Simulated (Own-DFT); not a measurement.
# How strain changes the stress of grey tin, 64 atoms (Sn64)

All numbers below are calculated, not measured. The program, named Own-DFT, is a retired in-house plane-wave density functional code that no person has reviewed. Each row is one single-point run on a periodic cell that was not relaxed, without spin or spin-orbit coupling.

Settings of every run: PBE; PseudoDojo norm-conserving scalar-relativistic files; cutoff 42 hartree; 3 x 3 x 3 k mesh centred on Gamma; cold (Marzari-Vanderbilt) smearing of 0.2 eV.

Known limits: forces on such cells moved up to 12 meV/angstrom on a denser k mesh; stress not checked against mesh or cutoff.

Unstrained cell vectors in Å: (12.978, 0.000, 0.000); (0.000, 12.978, 0.000); (0.000, 0.000, 12.978). The unstrained cell has measured lattice constants (interpolated for alloys), not those of this functional. That, the random moves and any unrelaxed bonds set the pressure at no strain. Each run strains this cell uniformly, with the atoms carried along. Every atom was also moved at random, by a Gaussian of width 0.05 Å on each axis. Strain is the symmetric tensor, in per cent. Stress is positive in tension, and the pressure is minus a third of its trace.

```
run,e_xx (%),e_yy (%),e_zz (%),s_xx (GPa),s_yy (GPa),s_zz (GPa),P (GPa),E (meV/atom)
1,0.25,0.25,0.00,-3.36,-3.28,-3.38,3.34,4.4
2,-1.00,-1.00,0.00,-4.76,-4.84,-4.53,4.71,28.6
3,0.25,0.25,0.00,-3.40,-3.33,-3.38,3.37,8.0
4,-0.50,-0.50,0.00,-4.16,-4.12,-3.99,4.09,12.9
5,0.75,0.75,0.00,-2.81,-2.89,-3.01,2.90,3.4
6,-2.50,-2.50,0.00,-6.86,-6.81,-6.14,6.60,68.2
7,-1.50,-1.50,0.00,-5.54,-5.57,-5.15,5.42,51.4
8,0.75,0.75,0.00,-2.84,-2.80,-2.98,2.87,0.0
9,-2.50,-2.50,0.00,-6.92,-6.84,-6.12,6.63,69.7
10,-1.00,-1.00,0.00,-4.81,-4.85,-4.48,4.71,28.4
11,-1.50,-1.50,0.00,-5.41,-5.40,-4.98,5.27,35.5
12,-0.50,-0.50,0.00,-4.19,-4.19,-4.07,4.15,18.3
13,-2.00,-2.00,0.00,?,?,?,?,?
```

E is the free energy for each atom above the lowest run shown.

## Worked fit

The change of volume is close to e_xx + e_yy + e_zz. A straight line through the runs shown gives P = 3.65 - 58 x (fractional change of volume) GPa, with an error of 1 on the slope and a scatter of 0.10 GPa. The strain isn't the same on all axes, but the crystal is cubic, so the slope still estimates the bulk modulus, averaged over pressures from 2.9 to 6.6 GPa.

## Withheld run

Question: what pressure should run 13 give? Its volume changes by -3.96 %.

The line gives 5.9 GPa. The calculation gave 5.95 GPa.
